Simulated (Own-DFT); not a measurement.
# Biaxial strain at fixed height in diamond-structure SiGeSn with randomly placed atoms, 64 atoms (Ge48Si8Sn8)

Calculated, not measured: single-point runs of Own-DFT, a retired in-house plane-wave DFT program that no person has reviewed, on unrelaxed cells, without spin or spin-orbit coupling.

Settings: PBE; PseudoDojo norm-conserving scalar-relativistic files; cutoff 49 hartree; 3 x 3 x 3 k mesh centred on Gamma; Fermi-Dirac smearing of 0.1 eV.

Keep in mind: forces on such cells moved up to 12 meV/angstrom on a denser k mesh; stress not checked against mesh or cutoff.

Unstrained cell vectors in Å: (11.467, 0.000, 0.000); (0.000, 11.467, 0.000); (0.000, 0.000, 11.467). The unstrained cell has measured lattice constants (interpolated for alloys), not those of this functional. That, the random moves and any unrelaxed bonds set the pressure at no strain. Each run strains x and y alike by e, as a substrate would, and holds the height along z. All atoms carry random offsets, Gaussian with a width of 0.05 Å per axis. The random placing of the alloy's atoms differs from row to row. Stress is positive in tension.

```
e (%),u (Å),(s_xx + s_yy)/2 (GPa),s_zz (GPa)
-2.25,0.049,-9.46,-7.99
-1.75,0.048,-8.28,-7.22
-1.00,0.052,-6.86,-6.15
-0.50,0.047,?,?
0.25,0.049,-4.46,-4.59
0.50,0.048,-3.93,-4.17
1.50,0.052,-2.54,-3.32
2.00,0.054,-1.94,-3.01
2.50,0.050,-0.89,-2.29
3.00,0.049,-0.50,-2.03
```

## What the rows give

With e as a fraction, the in-plane stress is -4.9 + 178 e - 1002 e² GPa (errors 3 and 171, scatter 0.13), and s_zz is -4.9 + 119 e - 833 e² GPa (slope ± 2, scatter 0.11). At e = 0 the first slope is C11 + C12 and the second 2 C12, both with the ions held to the strained lattice and at the cell's own pressure. The term in e² is negative: the layer stiffens under compression and softens under tension. A free layer would change its height as e changes, and the in-plane slope would drop by 2 C12²/C11 to the biaxial modulus. At fixed height, a misfit of 1 % moves the in-plane stress by about 1.8 GPa and s_zz by 1.2 GPa.

## The run left out

Asked: what are the two stresses at e = -0.50 %?

The fit gives -5.8 and -5.5 GPa. Computed: -6.01 and -5.66 GPa.
